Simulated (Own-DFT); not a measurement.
# Shaking the atoms of grey tin, 64 atoms (Sn64)

Calculated results; nothing here was measured. The program, named Own-DFT, is a retired in-house plane-wave density functional code that no person has reviewed. Each row is one single-point run on a periodic cell that was not relaxed, without spin or spin-orbit coupling.

Settings of every run: PBE; PseudoDojo norm-conserving scalar-relativistic files; cutoff 42 hartree; 3 x 3 x 3 k mesh centred on Gamma; cold (Marzari-Vanderbilt) smearing of 0.2 eV.

Known limits: forces on such cells moved up to 12 meV/angstrom on a denser k mesh; stress not checked against mesh or cutoff.

Cell vectors in Å: (12.978, 0.000, 0.000); (0.000, 12.978, 0.000); (0.000, 0.000, 12.978). In each run every atom was moved at random and independently from its ideal site; u is the rms move along one axis. E is the free energy for each atom above the fitted value at u = 0, and F the rms of the force components.

```
run,u (Å),E (meV/atom),F (eV/Å),largest force (eV/Å),P (GPa)
1,0.0190,4.2,0.206,0.80,3.38
2,0.0203,?,?,?,?
3,0.0494,33.0,0.565,2.05,3.63
4,0.0513,37.6,0.622,2.41,3.69
5,0.0930,100.9,1.004,3.58,4.29
6,0.0961,114.1,1.038,3.14,4.41
7,0.1008,130.1,1.169,4.38,4.55
8,0.1588,348.6,2.065,11.55,6.74
```

## Worked fit

For small independent moves the energy grows as E = (3/2) K u², with K the mean stiffness felt by one atom. The runs with u up to 0.11 Å give K = 8.5 ± 0.3 eV/Å², with residuals divided by u² + 0.0006 Å², since the noise grows with the moves. The scatter is 2.8 meV/atom at u = 0.05 Å. The forces follow F = G u with G = 11.3 eV/Å²; no force at u = 0 is resolved. G exceeds K because the moves of its neighbours add to the force on an atom, and stiffness differs between atoms. At u = 0.159 Å the parabola gives 322 meV/atom and the run 349. The pressure follows P = 3.35 + 114 u² GPa: at fixed volume, shortened bonds push harder than stretched ones pull.

## Withheld run

Question: what energy and rms force should run 2 give?

The fit gives 5 ± 1 meV/atom and about 0.23 eV/Å. The calculation gave 5.0 meV/atom and 0.224 eV/Å.
